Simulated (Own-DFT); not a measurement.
# What random displacements cost in beta-Si3N4, 112 atoms (N64Si48)

Calculated results; nothing here was measured. They come from Own-DFT, an in-house plane-wave density functional program, since retired, whose code no person has reviewed. Each row is one single-point run on a periodic cell that was not relaxed, without spin or spin-orbit coupling.

Settings of every run: PBE; PseudoDojo norm-conserving scalar-relativistic files; cutoff 42 hartree; 2 x 2 x 4 k mesh centred on Gamma; Fermi-Dirac smearing of 0.1 eV.

Known limits, some of them of some rows only: some atoms lie very close together; forces on such cells moved up to 12 meV/angstrom on a denser k mesh; stress not checked against mesh or cutoff.

Cell vectors in Å: (15.212, 0.000, 0.000); (-7.606, 13.174, 0.000); (0.000, 0.000, 5.818). In each run every atom was moved at random and independently from its ideal site; u is the rms move along one axis. E is the free energy for each atom above the fitted value at u = 0, and F the rms of the force components.

| run | u (Å) | E (meV/atom) | F (eV/Å) | largest force (eV/Å) | P (GPa) |
|---|---|---|---|---|---|
| 1 | 0.0192 | 19.4 | 0.913 | 3.73 | 5.54 |
| 2 | 0.0210 | 20.5 | 0.911 | 3.74 | 5.49 |
| 3 | 0.0514 | 109.0 | 1.941 | 8.13 | 7.95 |
| 4 | 0.0523 | 142.0 | 2.277 | 8.81 | 8.98 |
| 5 | 0.0938 | ? | ? | ? | ? |
| 6 | 0.0994 | 508.0 | 5.525 | 34.96 | 18.28 |
| 7 | 0.1556 | 1360.3 | 11.222 | 54.89 | 38.96 |

## Worked fit

For small independent moves the energy grows as E = (3/2) K u², with K the mean stiffness felt by one atom. The runs with u up to 0.11 Å give K = 32.4 ± 2.2 eV/Å², with residuals divided by u² + 0.0006 Å², since the noise grows with the moves. The scatter is 13.2 meV/atom at u = 0.05 Å. The forces follow F = G u with G = 46.0 eV/Å²; no force at u = 0 is resolved. G exceeds K because the moves of its neighbours add to the force on an atom, and stiffness differs between atoms. At u = 0.156 Å the parabola gives 1177 meV/atom and the run 1360. The pressure follows P = 4.91 + 1350 u² GPa: at fixed volume, shortened bonds push harder than stretched ones pull.

## Withheld run

Question: what energy and rms force should run 5 give?

The fit gives 428 ± 49 meV/atom and about 4.32 eV/Å. The calculation gave 443.6 meV/atom and 4.722 eV/Å.
